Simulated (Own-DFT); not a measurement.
# Shaking the atoms of 3C SiC, 64 atoms (C32Si32)

Calculated results; nothing here was measured. They come from Own-DFT, an in-house plane-wave density functional program, since retired, whose code no person has reviewed. Each row is one single-point run on a periodic cell that was not relaxed, without spin or spin-orbit coupling.

Settings of every run: PBE; PseudoDojo norm-conserving scalar-relativistic files; cutoff 42 hartree; 4 x 4 x 4 k mesh centred on Gamma; Fermi-Dirac smearing of 0.1 eV.

Known limits, some of them of some rows only: some atoms lie very close together; forces on such cells passed a denser k mesh, each cell not checked; stress not checked against mesh or cutoff.

Cell vectors in Å: (8.719, 0.000, 0.000); (0.000, 8.719, 0.000); (0.000, 0.000, 8.719). In each run every atom was moved at random and independently from its ideal site; u is the rms move along one axis. E is the free energy for each atom above the fitted value at u = 0, and F the rms of the force components.

```
run   u (Å)  E (meV/atom)  F (eV/Å)  largest force (eV/Å)  P (GPa)
  1  0.0267          27.3     0.734                  2.53     3.60
  2  0.0312          33.1     0.783                  2.11     3.70
  3  0.0599         122.9     1.595                  4.81     5.81
  4  0.0601         130.2     1.732                  7.70     5.94
  5  0.0620         154.3     1.931                  6.09     6.94
  6  0.0944             ?         ?                     ?        ?
  7  0.1026         371.2     3.008                 13.36    10.88
  8  0.1030         391.9     3.258                 17.42    11.63
  9  0.1528         941.8     6.200                 28.14    25.93
```

## Worked fit

For small independent moves the energy grows as E = (3/2) K u², with K the mean stiffness felt by one atom. The runs with u up to 0.11 Å give K = 24.3 ± 0.8 eV/Å², with residuals divided by u² + 0.0006 Å², since the noise grows with the moves. The scatter is 6.0 meV/atom at u = 0.05 Å. The forces follow F = G u with G = 28.7 eV/Å²; no force at u = 0 is resolved. G exceeds K because the moves of its neighbours add to the force on an atom, and stiffness differs between atoms. At u = 0.153 Å the parabola gives 850 meV/atom and the run 942. The pressure follows P = 3.20 + 771 u² GPa: at fixed volume, shortened bonds push harder than stretched ones pull.

## Withheld run

Question: what energy and rms force should run 6 give?

The fit gives 324 ± 21 meV/atom and about 2.71 eV/Å. The calculation gave 349.2 meV/atom and 3.017 eV/Å.
